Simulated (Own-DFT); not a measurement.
# One host, several defects: zincblende GaAs

The numbers are computed, not measured, by runs of the plane-wave DFT program Own-DFT (in-house, retired, unreviewed) at fixed positions, with no spin and no spin-orbit coupling.

Common settings: PBE; PseudoDojo norm-conserving scalar-relativistic files; cutoff 42 hartree; 3 x 3 x 3 k mesh centred on Gamma; Fermi-Dirac smearing of 0.1 eV.

Keep in mind (not all hold for every row): not probed for a lower state with spin; forces not confirmed at this smearing and k mesh; stress not checked against mesh or cutoff.

All runs share one cell, with vectors in Å (10.862, 0.000, 0.000); (0.000, 10.862, 0.000); (0.000, 0.000, 11.796) and a volume of 1391.7 Å³, strained against the parent crystal. u is the rms random offset of the atoms per axis. The defect's site can differ from row to row.

| cell | formula | u (Å) | P (GPa) |
|---|---|---|---|
| no defect | As32Ga32 | 0.0297 | 6.70 |
| no defect | As32Ga32 | 0.0301 | 6.70 |
| no defect | As32Ga32 | 0.0529 | 7.08 |
| one P on an As site | As31Ga32P | 0.0300 | 6.42 |
| one P on an As site | As31Ga32P | 0.0516 | 6.79 |
| one P on an As site | As31Ga32P | 0.0534 | 6.96 |
| one Al on a Ga site | AlAs32Ga31 | 0.0256 | 6.60 |
| one Al on a Ga site | AlAs32Ga31 | 0.0302 | 6.61 |
| one Al on a Ga site | AlAs32Ga31 | 0.0483 | 7.00 |
| one Al on a Ga site | AlAs32Ga31 | 0.0506 | ? |
| one As vacancy and one Ga vacancy | As31Ga31 | 0.0300 | 5.86 |
| one As vacancy and one Ga vacancy | As31Ga31 | 0.0303 | 5.96 |
| one As vacancy and one Ga vacancy | As31Ga31 | 0.0483 | 6.15 |
| one In on a Ga site | As32Ga31In | 0.0284 | 7.37 |
| one In on a Ga site | As32Ga31In | 0.0317 | 7.47 |
| one In on a Ga site | As32Ga31In | 0.0320 | 7.46 |

## Fit

P = P0 + c u² + a shift for each defect gives P0 = 6.48 GPa, c = 222 ± 19 GPa/Å² and a scatter of 0.05 GPa. The shifts, and each times the cell's volume:

- one In on a Ga site: 0.74 ± 0.04 GPa, 6.4 eV
- one Al on a Ga site: -0.03 ± 0.04 GPa, -0.3 eV (not resolved)
- one P on an As site: -0.23 ± 0.04 GPa, -2.0 eV
- one As vacancy and one Ga vacancy: -0.80 ± 0.04 GPa, -6.9 eV

Against the defect-free cell, a freed cell would be larger where the shift is positive and smaller where it is negative (160.2 GPa Å³ is 1 eV). The atoms around the defects weren't relaxed, which would change these numbers.

## Check

Q: what pressure belongs in the blank (one Al on a Ga site, u = 0.0506 Å)?

From the fit: 7.02 ± 0.06 GPa. Computed: 7.14 GPa.
